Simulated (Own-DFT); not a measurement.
# Computed records: Ti$_{20}$Si$_{39}$ (C49 TiSi2 crystal with one vacancy, atoms displaced)

All values are calculated (Own-DFT development build). A calculation, not a measurement: plane-wave density functional theory by an unreviewed code, no spin, of a simulated periodic cell, stress positive in tension, run twice, with PBE and with PBEsol, both on files made for PBE, so the change isn't that of files made for PBEsol, forces on such cells moved up to 12 meV/angstrom on a denser k mesh; the far tail of each file's local potential was reset to the Coulomb form; each entry is a single point on an unrelaxed cell, so the pressure reflects the starting lattice, taken from the Materials Project, from which strain is counted, and rises with the displacements; printed positions are rounded, which can move forces by about a meV/angstrom; the program, named Own-DFT, is a retired in-house code; no spin-orbit coupling; stress was not checked against mesh or cutoff.

Ti$_{20}$Si$_{39}$ (C49 TiSi2 crystal with one vacancy, atoms displaced)

```
Ti20Si39
1.0
      5.2953    -6.7593     3.5652
      7.0604     0.0000    -7.1303
      5.2953     6.7593     3.5652
Ti Si Ti Si Ti Si Ti Si Ti Si Ti Si Ti Si Ti Si Ti Si Ti Si
2 3 2 4 2 4 2 4 2 4 2 4 2 4 2 4 2 4 2 4
Direct
  0.94489 0.92163 0.17328
  0.84175 0.88235 0.63714
  0.19594 0.86655 0.30697
  0.89319 0.02020 0.40161
  0.88537 0.78318 0.40969
  0.96564 0.41784 0.14726
  0.85568 0.37873 0.65029
  0.60569 0.42575 0.48155
  0.18799 0.37150 0.30096
  0.89658 0.52171 0.38851
  0.89252 0.26911 0.40938
  0.75308 0.73844 0.95421
  0.65787 0.68446 0.43969
  0.40996 0.71841 0.28447
  0.99895 0.67648 0.11417
  0.69994 0.84470 0.18860
  0.68877 0.58041 0.19502
  0.55062 0.03949 0.75856
  0.46269 0.96213 0.25678
  0.21352 0.02549 0.08324
  0.78461 0.98729 0.89742
  0.47849 0.12467 0.99230
  0.50755 0.87210 0.00289
  0.73699 0.23699 0.95405
  0.66315 0.18511 0.45350
  0.41613 0.21761 0.30269
  0.98738 0.17205 0.10338
  0.69399 0.32835 0.20042
  0.69920 0.07740 0.20532
  0.55537 0.52781 0.76586
  0.44901 0.48839 0.24798
  0.22930 0.52396 0.07554
  0.77648 0.48346 0.91454
  0.50103 0.63471 0.01248
  0.48017 0.36856 0.01082
  0.34868 0.85855 0.54175
  0.24149 0.77537 0.07230
  0.00095 0.82425 0.88872
  0.59013 0.77743 0.69920
  0.30616 0.92158 0.78896
  0.30251 0.67394 0.81389
  0.36296 0.31967 0.55555
  0.26025 0.27474 0.04138
  0.99667 0.31525 0.88830
  0.60253 0.26148 0.71667
  0.29893 0.42069 0.81502
  0.31624 0.17078 0.80755
  0.13894 0.62352 0.33941
  0.04439 0.57166 0.84218
  0.80645 0.62017 0.69370
  0.39115 0.57966 0.50375
  0.08698 0.72226 0.59025
  0.10320 0.47665 0.58939
  0.14724 0.12279 0.36164
  0.05939 0.07634 0.84894
  0.82358 0.10609 0.68815
  0.39800 0.09410 0.50392
  0.10737 0.22413 0.59952
  0.10155 0.96746 0.59945
```

```
functional                                        : PBE, then PBEsol
potential files                                   : PseudoDojo norm-conserving, scalar-relativistic, standard set
wave cutoff                                       : 42 hartree
occupations                                       : cold (Marzari-Vanderbilt)
smearing width                                    : 0.2 eV
k mesh                                            : 4 x 4 x 4 centred on Gamma
PBE pressure                                      : 4.16 GPa
PBE stress xx                                     : -5.09 GPa
PBE stress yy                                     : -3.11 GPa
PBE stress zz                                     : -4.28 GPa
PBE stress yz                                     : -0.8 GPa
PBE stress xz                                     : -0.05 GPa
PBE stress xy                                     : -0.31 GPa
PBEsol pressure                                   : 0.89 GPa
PBEsol stress xx                                  : -1.76 GPa
PBEsol stress yy                                  : 0.39 GPa
PBEsol stress zz                                  : -1.31 GPa
PBEsol stress yz                                  : -0.82 GPa
PBEsol stress xz                                  : -0.05 GPa
PBEsol stress xy                                  : -0.31 GPa
rms change of force components from PBE to PBEsol : 0.023 eV/Å
```

Force:
```csv
force element,PBE force x (eV/Å),PBE force y (eV/Å),PBE force z (eV/Å),PBEsol force x (eV/Å),PBEsol force y (eV/Å),PBEsol force z (eV/Å)
Ti,-0.629,-2.524,-1.301,-0.632,-2.519,-1.284
Ti,-0.315,0.715,2.506,-0.277,0.704,2.513
Si,0.978,0.652,-0.971,0.958,0.688,-0.972
Si,0.79,0.056,-0.479,0.8,0.05,-0.473
Si,-0.874,-1.18,0.246,-0.9,-1.166,0.238
Ti,-0.851,1.491,-1.486,-0.842,1.464,-1.476
Ti,-1.373,-0.329,-0.053,-1.363,-0.313,-0.048
Si,1.511,0.327,0.484,1.485,0.287,0.5
Si,1.244,-0.418,0.593,1.225,-0.375,0.573
Si,0.409,0.369,-0.053,0.426,0.361,-0.064
Si,0.764,-1.345,-0.234,0.751,-1.317,-0.224
Ti,-1.407,0.208,0.348,-1.402,0.2,0.337
Ti,-1.305,1.396,0.61,-1.324,1.392,0.626
Si,2.192,0.311,-0.332,2.165,0.248,-0.342
Si,-1.597,-0.177,-0.695,-1.563,-0.136,-0.672
Si,-0.189,0.786,1.652,-0.191,0.768,1.68
Si,1.28,-0.605,0.87,1.305,-0.584,0.86
Ti,-2.724,0.281,1.367,-2.676,0.303,1.349
Ti,-0.204,0.43,-2.09,-0.235,0.438,-2.098
Si,0.601,0.596,0.571,0.592,0.551,0.573
Si,1.186,0.893,2.19,1.168,0.964,2.185
Si,2.548,-0.312,2.655,2.571,-0.311,2.672
Si,-0.114,0.348,-1.017,-0.103,0.336,-1.032
Ti,-0.148,-0.005,1.196,-0.141,-0.034,1.183
Ti,-1.477,0.747,0.127,-1.444,0.75,0.108
Si,-0.305,-1.694,-2.268,-0.296,-1.756,-2.29
Si,0.357,0.385,0.862,0.354,0.439,0.864
Si,0.309,-0.071,0.03,0.303,-0.067,0.036
Si,0.207,0.203,-0.55,0.205,0.197,-0.568
Ti,-2.085,0.75,-1.12,-2.056,0.727,-1.101
Ti,-1.419,-0.298,1.89,-1.395,-0.295,1.867
Si,-0.558,1.323,-0.597,-0.548,1.313,-0.592
Si,1.176,-0.485,1.458,1.158,-0.449,1.46
Si,-1.366,-0.558,-0.331,-1.393,-0.551,-0.311
Si,1.904,-1.932,0.282,1.911,-1.914,0.288
Ti,-1.703,0.255,2.725,-1.71,0.278,2.694
Ti,-1.222,-3.247,-1.089,-1.202,-3.196,-1.054
Si,0.64,-0.085,0.038,0.623,-0.123,0.034
Si,0.651,-0.662,-0.594,0.651,-0.628,-0.623
Si,0.721,0.869,-0.153,0.736,0.841,-0.175
Si,-0.457,-0.383,-0.473,-0.48,-0.379,-0.471
Ti,0.585,1.09,-1.934,0.568,1.048,-1.908
Ti,-1.143,2.985,0.238,-1.136,2.952,0.23
Si,1.459,-0.088,-0.683,1.442,-0.134,-0.701
Si,1.299,-0.872,-2.541,1.284,-0.834,-2.527
Si,-0.697,-1.323,-1.4,-0.713,-1.302,-1.401
Si,-2.216,0.199,-2.447,-2.232,0.186,-2.46
Ti,1.44,0.603,1.588,1.432,0.562,1.565
Ti,0.799,-0.402,0.456,0.793,-0.386,0.46
Si,0.265,-0.05,-1.178,0.26,-0.104,-1.167
Si,0.507,0.629,0.354,0.493,0.669,0.354
Si,0.988,-0.093,0.386,0.996,-0.086,0.395
Si,0.032,0.277,0.487,0.03,0.277,0.488
Ti,-0.672,-0.775,-0.379,-0.656,-0.789,-0.366
Ti,-0.994,-0.02,0.373,-0.98,0.006,0.358
Si,1.261,-0.566,-3.062,1.245,-0.631,-3.067
Si,-0.61,0.692,3.361,-0.597,0.766,3.408
Si,0.219,0.301,0.024,0.214,0.297,0.039
Si,0.336,0.335,-0.456,0.339,0.317,-0.471
```
